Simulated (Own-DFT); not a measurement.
# Computed records: AlGa3N4 (wurtzite random alloy, strained, atoms displaced)

All values are calculated (Own-DFT development build). A calculation, not a measurement: plane-wave PBE density functional theory by an unreviewed code, no spin, of a simulated periodic cell, stress positive in tension, free energy of the whole cell less one offset for each atom, forces on such cells passed a denser k mesh, this cell's mesh not checked; offsets are fitted by least squares, one for each functional and potential file, so energies compare only between cells with the same atoms and settings and are not formation energies; the far tail of each file's local potential was reset to the Coulomb form; each entry is a single point on an unrelaxed cell, so the pressure reflects the starting lattice, mostly measured values, from which strain is counted, and rises with the displacements; printed positions are rounded, which can move forces by about a meV/angstrom; the program is a retired in-house code; no spin-orbit coupling.

AlGa3N4 (wurtzite random alloy, strained, atoms displaced)

```
cell vectors (Å)
   9.4617     0.0000     0.0000
  -4.7309     8.1941     0.0000
   0.0000     0.0000    10.2685
atoms (fractions of the cell vectors)
Ga  0.10772  0.22386  0.00178
Ga  0.21481  0.10829  0.25082
N   0.10889  0.21789  0.18160
N   0.21466  0.10763  0.43167
Ga  0.11025  0.23173  0.51147
Ga  0.22277  0.11328  0.75371
N   0.10970  0.21838  0.68602
N   0.22748  0.10947  0.93474
Ga  0.11397  0.56384  0.00685
Ga  0.22556  0.44587  0.24115
N   0.10477  0.55027  0.18074
N   0.23133  0.44613  0.43919
Ga  0.11132  0.55650  0.49968
Al  0.21763  0.44500  0.75860
N   0.10904  0.56195  0.70143
N   0.22178  0.44982  0.93393
Al  0.11093  0.89319  0.99696
Ga  0.21408  0.77361  0.25647
N   0.11574  0.89566  0.17649
N   0.23023  0.78339  0.44472
Ga  0.11154  0.88810  0.50078
Ga  0.22422  0.77467  0.76220
N   0.11988  0.89773  0.69252
N   0.22563  0.77945  0.94281
Ga  0.44879  0.22098  0.99704
Ga  0.57076  0.12100  0.25726
N   0.44420  0.22099  0.17933
N   0.55521  0.10716  0.44202
Al  0.44426  0.22010  0.50471
Ga  0.54923  0.11014  0.75586
N   0.44250  0.22430  0.68914
N   0.54839  0.10980  0.93819
Ga  0.44695  0.55657  0.00210
Al  0.55603  0.44862  0.24568
N   0.44525  0.55823  0.18973
N   0.55973  0.44914  0.43666
Ga  0.44965  0.55221  0.50100
Al  0.54654  0.43974  0.75260
N   0.43991  0.56522  0.68153
N   0.54884  0.43996  0.94474
Al  0.44393  0.89109  0.99748
Al  0.55304  0.77098  0.25479
N   0.42695  0.88056  0.18500
N   0.56603  0.78090  0.44226
Al  0.43831  0.88925  0.48933
Ga  0.54869  0.77650  0.75009
N   0.44997  0.88810  0.69393
N   0.55001  0.78045  0.93526
Ga  0.77679  0.23195  0.00574
Ga  0.88443  0.11950  0.24934
N   0.78195  0.22392  0.19221
N   0.88669  0.10953  0.44289
Al  0.78047  0.21988  0.49693
Ga  0.87971  0.11364  0.74816
N   0.77723  0.22023  0.68418
N   0.88323  0.11164  0.93267
Ga  0.77678  0.55326  0.00681
Ga  0.89725  0.44493  0.24381
N   0.77754  0.55448  0.18577
N   0.88910  0.43830  0.43541
Ga  0.77696  0.55592  0.49271
Ga  0.89371  0.45209  0.74956
N   0.77835  0.55190  0.68632
N   0.86955  0.43540  0.93672
Ga  0.78840  0.89008  0.99405
Ga  0.88927  0.77959  0.25020
N   0.77199  0.88322  0.18819
N   0.89190  0.77795  0.43372
Ga  0.77662  0.88804  0.50414
Ga  0.88343  0.76850  0.74916
N   0.78044  0.88389  0.68627
N   0.88491  0.77332  0.94158
```

Here we set functional PBE, potential files PseudoDojo norm-conserving, scalar-relativistic, standard set with the stringent files for Ga, wave cutoff 96 hartree, occupations Gaussian, smearing width 0.01 eV and k mesh 4 x 4 x 3 centred on Gamma.

Results for AlGa3N4 (wurtzite random alloy, strained, atoms displaced): free energy of cell above offsets -9.014 eV; pressure 9.14 GPa; stress xx -8.13 GPa; stress yy -8.41 GPa; stress zz -10.88 GPa; stress yz 0.43 GPa; stress xz -0.16 GPa; stress xy 0.5 GPa.

Force:
| element | x (eV/Å) | y (eV/Å) | z (eV/Å) |
| --- | --- | --- | --- |
| Ga | 0.512 | -0.306 | -1.902 |
| Ga | 1.257 | 0.435 | -0.904 |
| N | -0.852 | 0.811 | 1.286 |
| N | 1.157 | 1.137 | 2.073 |
| Ga | 0.619 | -1.132 | -2.752 |
| Ga | -0.41 | -0.047 | -0.666 |
| N | -0.602 | 1.667 | 2.728 |
| N | -1.39 | -0.192 | 1.238 |
| Ga | -0.343 | -0.788 | -3.032 |
| Ga | -0.287 | -0.829 | 1.357 |
| N | 1.27 | 0.82 | 2.401 |
| N | -1.436 | 0.294 | -0.974 |
| Ga | 0.557 | -0.231 | 0.952 |
| Al | 0.301 | 0.047 | -2.286 |
| N | 1.894 | -1.238 | -1.782 |
| N | 0.035 | -0.458 | 1.389 |
| Al | 0.481 | -0.407 | -0.518 |
| Ga | -0.134 | 0.837 | -1.164 |
| N | -0.525 | -1.403 | 1.154 |
| N | -1.222 | -1.399 | -0.914 |
| Ga | -0.484 | 0.618 | 0.791 |
| Ga | -0.151 | 1.671 | -1.629 |
| N | -0.225 | -1.773 | -0.366 |
| N | -1.026 | 0.832 | 0.974 |
| Ga | -1.403 | -0.129 | 0.607 |
| Ga | -2.874 | -1.692 | -1.128 |
| N | 0.284 | 1.159 | 2.547 |
| N | -0.234 | 1.021 | 0.628 |
| Al | -0.563 | 0.135 | -1.157 |
| Ga | 1.022 | 0.041 | -1.386 |
| N | 0.24 | 0.797 | -0.68 |
| N | 1.771 | -0.863 | 0.724 |
| Ga | -0.668 | 0.714 | -0.582 |
| Al | 0.341 | -1.236 | 0.169 |
| N | 0.854 | 0.029 | 0.301 |
| N | 0.143 | -2.249 | -1.083 |
| Ga | -0.658 | 1.104 | -0.335 |
| Al | 0.337 | 1.239 | -0.236 |
| N | 0.637 | -2.881 | 2.268 |
| N | 0.44 | 0.975 | -2.024 |
| Al | 0.207 | -0.135 | 0.897 |
| Al | -0.55 | 1.447 | -0.552 |
| N | 2.712 | 0.644 | 0.564 |
| N | -2.698 | -0.457 | -1.53 |
| Al | 2.982 | 0.149 | 2.317 |
| Ga | 1.799 | 0.322 | 0.019 |
| N | -2.182 | 0.898 | -2.135 |
| N | 0.656 | 0.063 | 1.149 |
| Ga | 0.294 | -2.511 | -1.014 |
| Ga | 2.831 | -2.467 | 1.011 |
| N | -1.058 | 0.737 | -1.121 |
| N | -0.161 | 0.862 | -0.729 |
| Al | -0.604 | -0.07 | 0.98 |
| Ga | 1.545 | -1.099 | -0.244 |
| N | -1.337 | 1.068 | -0.719 |
| N | 0.196 | 0.526 | 1.25 |
| Ga | -0.907 | 0.274 | -1.465 |
| Ga | -2.027 | 0.164 | 1.427 |
| N | -0.284 | -0.396 | 1.913 |
| N | 0.027 | 0.054 | 0.025 |
| Ga | 0.858 | -0.001 | 0.838 |
| Ga | -0.927 | -1.878 | 0.19 |
| N | -1.795 | -0.584 | -0.143 |
| N | 1.783 | 1.958 | 0.09 |
| Ga | -2.52 | 0.206 | 0.896 |
| Ga | 0.276 | 0.401 | -0.943 |
| N | -0.749 | 0.67 | 0.006 |
| N | 0.078 | -0.038 | 0.785 |
| Ga | 1.12 | 0.396 | -0.422 |
| Ga | 0.589 | 1.165 | 0.108 |
| N | -0.72 | 0.405 | 1.147 |
| N | 1.905 | 0.093 | -0.682 |
